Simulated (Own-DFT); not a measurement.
# Computed records: GaAs (zincblende with one plane slipped along a stacking-fault path, atoms displaced)

Computed with Own-DFT development build. A calculation, not a measurement: plane-wave PBE density functional theory by an unreviewed code, no spin, of a simulated periodic cell, stress positive in tension, free energy of the whole cell less one offset for each atom, forces on such cells passed a denser k mesh, this cell's mesh not checked; offsets are fitted by least squares, one for each functional and potential file, so energies compare only between cells with the same atoms and settings and are not formation energies; the far tail of each file's local potential was reset to the Coulomb form; each entry is a single point on an unrelaxed cell, so the pressure reflects the starting lattice, mostly measured values (interpolated for alloys), from which strain is counted, and rises with the displacements; printed positions are rounded, which can move forces by about a meV/angstrom; the program, named Own-DFT, is a retired in-house code; no spin-orbit coupling.

Settings shared by all entries: functional PBE; potential files PseudoDojo norm-conserving, scalar-relativistic, standard set; wave cutoff 42 hartree; occupations Fermi-Dirac; smearing width 0.1 eV; k mesh 4 x 4 x 2 centred on Gamma.

(1) 
```xyz
48
Lattice="5.6533 -5.6533 0.0000 0.0000 5.6533 -5.6533 12.2488 12.2488 9.4222" Properties=species:S:1:pos:R:3:force_x:R:1:force_y:R:1:force_z:R:1 formula=GaAs free_energy_of_cell_above_offsets=-19.134 pressure=3.59 stress_xx=-3.6 stress_yy=-3.44 stress_zz=-3.72 stress_yz=-0.17 stress_xz=-0.03 stress_xy=-0.1
Ga     5.6346     0.0089    -5.6019      0.197      0.035     -0.648
As     7.0855     1.4019    -4.2334     -0.245      0.385     -0.117
Ga     2.7749     2.8420    -0.0606      0.276     -0.176      0.366
As     4.1913     4.2363     1.3901      0.303      0.232      0.121
Ga     5.6402     2.7819     2.8303     -0.247      0.647     -0.368
As     7.0452     4.2144     4.2284      0.018      0.234      0.066
Ga     6.5725     6.6178     3.7838      0.243      -0.55      -0.29
As     7.9721     7.9800     5.1801      0.373      0.189      0.242
Ga     9.4024     9.3699     3.7741      -0.19      0.851      0.215
As    10.8752    10.8444     5.1656     -0.704     -0.183      0.094
Ga    12.2599     9.4355     6.5851     -0.066       0.05      0.266
As    13.6925    10.7991     8.0291     -0.456      0.583     -0.147
Ga     5.6366    -2.8499    -2.7716     -0.134     -0.041     -0.433
As     7.0230    -1.4124    -1.4317      0.231      0.319     -0.035
Ga     2.8160     5.6600    -2.8383     -0.058     -0.321      0.052
As     4.2340     7.0454    -1.4572     -0.469      0.374      0.274
Ga     5.6118     5.7608    -0.0070      0.497     -0.946      0.324
As     7.1344     7.0835     1.4404     -0.392     -0.275     -0.149
Ga     6.6357     9.3936     0.9415     -0.414      0.303      0.033
As     8.0002    10.8585     2.3348      0.181     -0.055      0.365
Ga     9.4322    12.2452     0.9207      0.044      0.093      0.271
As    10.8331    13.6862     2.3550       0.12     -0.259     -0.117
Ga    12.2747    12.2197     3.7557     -0.453      0.395     -0.112
As    13.6109    13.6251     5.1921      0.386      0.559     -0.044
Ga    15.0874     9.4112     9.4021     -0.207      0.234      0.894
As     4.2501     4.2965    -4.2352      0.034     -0.489     -0.257
Ga     5.6741     0.0618    -0.0235      0.074     -0.533      0.505
As     7.0594     1.4400     1.4258      0.213     -0.476      0.122
Ga     8.4947     0.0316     2.8953     -0.018     -0.257      -0.71
As     9.9217     1.3972     4.2839     -0.187      0.504     -0.568
Ga     9.4119     3.7710     3.7878      0.015      -0.06      0.027
As    10.8452     5.1561     5.2145        0.2      0.366     -0.346
Ga    12.2644     6.6390     3.7750     -0.412     -0.338      -0.22
As    13.6332     8.0717     5.1287      0.471     -0.198      0.295
Ga    14.9951     6.5659     6.5623      0.511       0.48     -0.223
As    16.4299     8.0420     8.0206      0.342     -0.972     -0.227
Ga    15.0602    12.2467     6.5595      0.095     -0.146      0.397
As     4.2386     1.3705    -1.3689     -0.233      0.775     -0.921
Ga     5.6796     2.8601    -2.8310     -0.475     -0.384     -0.049
As     7.0660     4.2557    -1.4581     -0.131      0.159      0.925
Ga     8.4483     2.7830     0.0025      0.346      0.693     -0.192
As     9.8995     4.2634     1.4543      0.085     -0.409     -0.463
Ga     9.4691     6.6139     0.9075     -0.053     -0.226      0.753
As    10.8076     8.0703     2.3636      0.337     -0.715     -0.067
Ga    12.2507     9.3958     0.9520       0.17      0.309      0.162
As    13.6700    10.8474     2.3753     -0.134     -0.373     -0.407
Ga    15.1126     9.4786     3.7570     -0.002     -0.262      0.066
As    16.5110    10.8361     5.1893     -0.082     -0.123      0.274
```

Units: free_energy_of_cell_above_offsets in eV; pressure, stress_xx, stress_yy, stress_zz, stress_yz, stress_xz, stress_xy in GPa; force_x, force_y, force_z in eV/Å.

(2) 
```xyz
48
Lattice="5.6533 -5.6533 0.0000 0.0000 5.6533 -5.6533 12.2488 12.2488 9.4222" Properties=species:S:1:pos:R:3:force_x:R:1:force_y:R:1:force_z:R:1 formula=GaAs free_energy_of_cell_above_offsets=-18.941 pressure=3.66 stress_xx=-3.72 stress_yy=-3.78 stress_zz=-3.49 stress_yz=0.1 stress_xz=-0.08 stress_xy=0.39
Ga     0.0224     0.0272    -0.0352     -0.048      0.006      0.159
As     7.0782     1.4470    -4.2689     -0.332     -0.515      0.478
Ga     2.7725     2.8136     0.0036      0.744      0.353     -0.197
As     4.2005     4.2765     1.4072     -0.039     -0.191     -0.108
Ga     5.6170     2.8215     2.7805       0.05      0.469       0.13
As     7.0207     4.2601     4.2453      0.441     -0.355       0.09
Ga     6.6113     6.5960     3.7815     -0.194      0.275       0.05
As     7.9980     8.0715     5.2055      0.798     -0.883     -0.375
Ga     9.4339     9.4763     3.7695      0.054     -0.299      0.229
As    10.7950    10.8978     5.2166      0.501     -0.372     -0.676
Ga    12.2246     9.4408     6.5341     -0.172     -0.321      0.355
As    13.6005    10.8140     7.9898      0.569      0.223     -0.208
Ga    12.2474    15.0104     6.5642       0.07      1.138      0.193
As     7.0786    -1.4175    -1.4009     -0.529      0.071     -0.288
Ga     2.8167     5.6330    -2.8466      -0.07      0.201      0.116
As     4.2498     7.0796    -1.4771      -0.24     -0.304      0.675
Ga     5.6723     5.6427     0.0209     -0.348       0.18     -0.404
As     7.0578     7.0775     1.4238      0.245     -0.142      0.061
Ga     6.5713     9.4196     0.9930      0.718     -0.076     -0.552
As     7.9694    10.8374     2.4073       0.56     -0.175     -0.769
Ga     9.4378    12.2214     0.9703      0.065      0.146     -0.194
As    10.8595    13.6621     2.3992     -0.357      0.253     -0.398
Ga    12.2776    12.2458     3.7508     -0.165      0.213      0.496
As    13.6728    13.7170     5.1819     -0.122     -0.666     -0.448
Ga    15.0447     9.4111     9.4024      0.398      0.166     -0.429
As     4.1897     4.2078    -4.2347      0.518      0.209     -0.269
Ga     5.6332     0.0364    -0.0068      0.085     -0.623      0.269
As     7.0511     1.4281     1.4259     -0.071      0.092      -0.42
Ga     8.4531     0.0603     2.8104       0.16     -0.332      0.233
As     9.8737     1.4767     4.2054      0.309     -0.729      0.401
Ga     9.4434     3.7598     3.7550     -0.661      0.473     -0.262
As    10.8844     5.1271     5.1321     -0.635      0.849      0.254
Ga    12.2198     6.5729     3.6918      0.289      0.472      1.026
As    13.6900     8.0243     5.1816     -0.886     -0.291      -0.29
Ga    15.0467     6.6041     6.5534     -0.025      0.198      0.933
As    16.5355     8.0139     7.9620     -0.855     -0.222      0.336
Ga    15.0304    12.2875     6.5580      0.499     -0.447      0.421
As     4.2497     1.4123    -1.3857     -0.317        0.3     -0.497
Ga     5.6855     2.8538    -2.8219     -0.374     -0.211      0.007
As     7.0784     4.2544    -1.4186      0.195      0.031      0.198
Ga     8.4984     2.8428     0.0414     -0.293     -0.546     -0.855
As     9.9398     4.1648     1.3677     -0.577      1.109      0.679
Ga     9.4201     6.6033     0.9338      0.029     -0.263      -0.09
As    10.8456     7.9972     2.3823     -0.298      0.584      -0.53
Ga    12.2442     9.4149     0.8582          0      0.163      1.275
As    13.6624    10.8351     2.4007     -0.226     -0.058     -0.954
Ga    15.0163     9.4546     3.8013       0.95     -0.083     -0.085
As    16.5332    10.8666     5.1566     -0.414      -0.07      0.233
```

Units: free_energy_of_cell_above_offsets in eV; pressure, stress_xx, stress_yy, stress_zz, stress_yz, stress_xz, stress_xy in GPa; force_x, force_y, force_z in eV/Å.

(3) 
```xyz
48
Lattice="5.6533 -5.6533 0.0000 0.0000 5.6533 -5.6533 12.2488 12.2488 9.4222" Properties=species:S:1:pos:R:3:force_x:R:1:force_y:R:1:force_z:R:1 formula=GaAs free_energy_of_cell_above_offsets=-19.085 pressure=3.59 stress_xx=-3.68 stress_yy=-3.44 stress_zz=-3.66 stress_yz=-0.29 stress_xz=-0.19 stress_xy=0.05
Ga     5.6610    -5.6025    -0.0224      0.521     -0.372      0.664
As     7.0524     1.4301    -4.1489      0.235     -0.205     -0.919
Ga     2.8291     2.7756    -0.0339     -0.139      0.184       0.43
As     4.2163     4.2171     1.4116       0.49     -0.121     -0.002
Ga     5.7059     2.7999     2.9001     -0.397      0.309     -1.048
As     7.0811     4.2106     4.2205      0.185      0.642      0.353
Ga     6.5896     6.6169     3.8230      -0.21     -0.726     -0.575
As     7.9838     7.9533     5.1567      0.638      0.867      0.475
Ga     9.4321     9.4239     3.7405     -0.204      0.114      0.584
As    10.8630    10.8658     5.1775     -0.474     -0.437      0.054
Ga    12.2395     9.4836     6.6360     -0.199     -0.549     -0.157
As    13.6522    10.7913     8.0523      0.088      0.641     -0.124
Ga    12.2361    15.0730     6.5627     -0.038      0.254      0.596
As     7.0772    -1.4065    -1.3937     -0.222     -0.132     -0.159
Ga     2.8435     5.6170    -2.8603     -0.124      0.363      0.723
As     4.3179     7.0571    -1.4290     -0.954     -0.182      0.023
Ga     5.6628     5.7304     0.0322     -0.015     -0.911      0.139
As     7.0900     7.0399     1.4620      0.089       0.48     -0.032
Ga     6.6118     9.4234     0.9078     -0.081     -0.258      0.397
As     7.9554    10.8311     2.4290      0.647       0.02     -0.923
Ga     9.4124    12.2848     0.9531      0.082     -0.485      0.258
As    10.8529    13.6610     2.4040     -0.086      0.012     -0.441
Ga    12.2595    12.2219     3.7845      0.318      0.326     -0.162
As    13.6489    13.7010     5.2014      0.176     -0.702     -0.154
Ga    15.0460    15.0588     3.7620      0.736     -0.245      0.115
As     4.2285     4.2456    -4.2107      0.216     -0.247       -0.8
Ga     5.6569     0.0339     0.0148      0.183      -0.07       0.19
As     7.1174     1.4723     1.4111     -0.328     -0.818      0.338
Ga     8.4989    -0.0391     2.8613     -0.468     -0.159     -0.672
As     9.8872     1.3771     4.1833      0.172      0.296      0.593
Ga     9.4122     3.7277     3.7377      0.201      0.168      0.322
As    10.8270     5.1764     5.1599     -0.105     -0.177      0.471
Ga    12.2309     6.5676     3.7537     -0.213      0.708      0.497
As    13.6513     8.0541     5.2058     -0.279     -0.073     -0.314
Ga    15.0728     6.6269     6.5485     -0.127     -0.246      0.165
As    16.5202     7.9297     7.9985     -0.521      1.048     -0.218
Ga    15.0353    12.2032     6.6009      0.273      0.013     -0.195
As     4.2328     1.3829    -1.4271      0.014     -0.022     -0.181
Ga     5.6433     2.8422    -2.8362     -0.085      0.184      0.596
As     7.0712     4.2433    -1.3887     -0.192     -0.111      0.183
Ga     8.5185     2.7987     0.0177      0.105      0.258     -0.616
As     9.8911     4.2166     1.4308      0.315      0.357     -0.375
Ga     9.4349     6.6011     0.9078     -0.079     -0.235      0.052
As    10.7892     8.0204     2.3660      0.668      -0.15     -0.338
Ga    12.2923     9.4061     0.9477     -0.448      0.054     -0.101
As    13.6748    10.8408     2.3430      0.229      0.005       0.01
Ga    15.1030     9.4349     3.7816     -0.327     -0.104     -0.125
As    16.5225    10.8252     5.1333     -0.267      0.435        0.4
```

Units: free_energy_of_cell_above_offsets in eV; pressure, stress_xx, stress_yy, stress_zz, stress_yz, stress_xz, stress_xy in GPa; force_x, force_y, force_z in eV/Å.

(4) 
```xyz
48
Lattice="5.6533 -5.6533 0.0000 0.0000 5.6533 -5.6533 12.2488 12.2488 9.4222" Properties=species:S:1:pos:R:3:force_x:R:1:force_y:R:1:force_z:R:1 formula=GaAs free_energy_of_cell_above_offsets=-19.082 pressure=3.61 stress_xx=-3.86 stress_yy=-3.4 stress_zz=-3.58 stress_yz=-0.59 stress_xz=-0.1 stress_xy=0.02
Ga     0.0311     0.0029    -0.0222     -0.204     -0.199      0.464
As     7.1026     1.4252    -4.2384     -0.171      0.144     -0.354
Ga     2.8510     2.8893    -0.0076     -0.244      -0.31      0.201
As     4.2045     4.2858     1.3862      0.209     -0.228      0.609
Ga     5.6110     2.8702     2.8680     -0.203      -0.67     -0.794
As     7.0423     4.2123     4.1883      0.217      0.608      0.871
Ga     6.6266     6.6353     3.7516     -0.368     -0.707      0.164
As     7.9934     7.9792     5.1656      0.328      0.547       0.32
Ga     9.3961     9.4039     3.7239      0.008      0.288      0.273
As    10.8486    10.7796     5.2000     -0.058      0.486     -0.591
Ga    12.2891     9.4013     6.5705     -0.412      0.026      0.037
As    13.6144    10.8208     7.9709      0.587      0.037      0.327
Ga    12.2703    15.0219     6.6252     -0.238       0.57      0.115
As     7.0991    -1.4368    -1.4381     -0.418       0.35      -0.03
Ga     2.8286     5.6783    -2.8445      0.098     -0.134      0.253
As     4.1986     7.0729    -1.3579      0.769     -0.491     -0.745
Ga     5.6656     5.6360     0.0310     -0.138      0.445      0.034
As     7.1250     7.0346     1.4369     -0.726        0.4      -0.29
Ga     6.5772     9.4056     0.9775      0.153     -0.179     -0.662
As     7.9817    10.8482     2.3012      0.248      0.078      0.549
Ga     9.4285    12.2555     0.9426     -0.026      0.245      0.114
As    10.8697    13.6776     2.3243     -0.352     -0.054       0.35
Ga    12.3067    12.2740     3.7463     -0.607     -0.063      0.475
As    13.6448    13.7528     5.1856      0.415     -1.342       0.11
Ga    15.0393    15.0564     3.7797      0.525      0.432     -0.516
As     4.2269     4.2679    -4.2447      0.188     -0.366     -0.086
Ga     5.6307    -0.0035    -0.0432      0.361     -0.115      0.211
As     7.0709     1.4055     1.3816     -0.465      0.224      0.313
Ga     8.4733     0.0301     2.8365     -0.334     -0.201     -0.036
As     9.9103     1.3777     4.2378      0.065      0.696     -0.182
Ga     9.4036     3.8102     3.7865      0.019     -0.634     -0.315
As    10.7862     5.1889     5.1999      0.641      0.022     -0.074
Ga    12.2303     6.5990     3.7519     -0.003     -0.106      0.232
As    13.6511     7.9937     5.2118      0.445     -0.127     -0.654
Ga    15.1098     6.6023     6.5938     -0.153     -0.423     -0.242
As    16.5143     7.9643     7.9791     -0.304      0.413      0.665
Ga     2.8454    -0.0062    -2.7759     -0.223      0.099     -0.557
As     4.2086     1.4327    -1.3742      0.308      0.045     -0.384
Ga     5.6652     2.8029    -2.8396     -0.092      0.398      0.318
As     7.0763     4.2583    -1.3241     -0.078     -0.277      -1.06
Ga     8.5051     2.7990    -0.0371     -0.351      0.462      0.893
As     9.9124     4.2584     1.4063     -0.345     -0.282      0.143
Ga     9.3923     6.5907     0.9074      0.764     -0.029      0.135
As    10.8259     8.0116     2.3538      0.089      0.002     -0.335
Ga    12.2729     9.4413     0.9412     -0.307      -0.18     -0.084
As    13.6588    10.8495     2.3563       0.27      0.086     -0.239
Ga    15.0637     9.4624     3.7533      0.195     -0.472      0.227
As    16.5177    10.7952     5.2204     -0.081      0.488     -0.171
```

Units: free_energy_of_cell_above_offsets in eV; pressure, stress_xx, stress_yy, stress_zz, stress_yz, stress_xz, stress_xy in GPa; force_x, force_y, force_z in eV/Å.

(5) 
```xyz
48
Lattice="5.6533 -5.6533 0.0000 0.0000 5.6533 -5.6533 12.2488 12.2488 9.4222" Properties=species:S:1:pos:R:3:force_x:R:1:force_y:R:1:force_z:R:1 formula=GaAs free_energy_of_cell_above_offsets=-19.088 pressure=3.6 stress_xx=-3.65 stress_yy=-3.48 stress_zz=-3.67 stress_yz=0.15 stress_xz=-0.28 stress_xy=-0.54
Ga     0.0188     5.6464    -5.6183     -0.445     -0.238      -0.63
As     7.0732     1.3703    -4.2753      0.172       0.82       0.19
Ga     2.8337     2.8728     0.0006      0.139     -0.208     -0.032
As     4.2912     4.2397     1.4392     -0.418      0.104     -0.043
Ga     5.6830     2.8076     2.8212     -0.168     -0.271     -0.019
As     7.0385     4.2378     4.2168      0.179       0.01      0.562
Ga     6.5579     6.5843     3.7777      0.588        0.2      0.054
As     8.0548     8.0459     5.1470     -0.741     -0.748      0.674
Ga     9.3715     9.4404     3.7882      0.723     -0.031     -0.736
As    10.8017    10.8402     5.1318      0.357      0.113      0.699
Ga    12.2719     9.3848     6.6048     -0.333      0.853      0.074
As    13.7377    10.8439     8.0363     -0.895     -0.045     -0.272
Ga    17.8656     9.4044     6.5645      0.581     -0.058      0.549
As     7.1004    -1.3564    -1.4235     -0.568     -0.664     -0.032
Ga     2.8132     5.6703    -2.8384      0.502      0.156      0.136
As     4.2601     7.0798    -1.3809     -0.406      0.041     -0.393
Ga     5.6537     5.6457    -0.0291      0.085     -0.058      0.171
As     7.0682     7.0463     1.4288     -0.199      0.122      -0.12
Ga     6.6217     9.4172     0.9765     -0.515     -0.231     -0.494
As     7.9982    10.8350     2.3288     -0.045      -0.02      0.576
Ga     9.3975    12.1962     0.9839      0.559      0.703     -0.553
As    10.8365    13.6871     2.3694     -0.185     -0.339     -0.028
Ga    12.2521    12.2674     3.7814      -0.22     -0.478     -0.498
As    13.6531    13.6319     5.1433     -0.033      0.113      0.717
Ga    15.0302    15.0632     3.8043      0.452     -0.082     -0.216
As     4.1992     4.2026    -4.2256      0.373      0.309     -0.173
Ga     5.6595    -0.0029     0.0053     -0.432     -0.194     -0.062
As     7.0767     1.3252     1.4563     -0.111      0.746     -0.425
Ga     8.4940     0.0451     2.8796       0.32     -0.702     -0.479
As     9.8945     1.3720     4.2613      0.026      0.827      -0.02
Ga     9.3861     3.7669     3.7714      0.284     -0.001      0.204
As    10.8754     5.2077     5.1626     -0.572     -0.045     -0.012
Ga    12.2686     6.6254     3.7562      0.213     -0.093      0.139
As    13.6618     8.0529     5.1868     -0.033     -0.562      -0.09
Ga    15.0997     6.6752     6.5949     -0.571     -1.097     -0.303
As    16.4335     8.0031     7.9918      0.854      0.312      0.783
Ga    15.0776    12.2417     6.5879       0.18      0.209      0.009
As     4.2496     1.4282    -1.4358      0.081       0.12      0.193
Ga     5.6890     2.8433    -2.8544      -0.18     -0.325     -0.056
As     7.0657     4.2744    -1.4728      0.133     -0.475      0.613
Ga     8.4618     2.8272     0.0320     -0.134      0.015     -0.113
As     9.8830     4.2543     1.4456      0.138     -0.004     -0.277
Ga     9.4010     6.6254     0.9182      0.163     -0.344      0.523
As    10.8721     7.9731     2.3436     -0.627      0.566      0.068
Ga    12.1988     9.4266     0.9158      0.538     -0.152      0.068
As    13.6386    10.8117     2.3428      0.274      0.373     -0.048
Ga    15.0616     9.4094     3.8007      0.123      0.453     -0.429
As    16.4975    10.8136     5.2112     -0.211      0.299     -0.452
```

Units: free_energy_of_cell_above_offsets in eV; pressure, stress_xx, stress_yy, stress_zz, stress_yz, stress_xz, stress_xy in GPa; force_x, force_y, force_z in eV/Å.
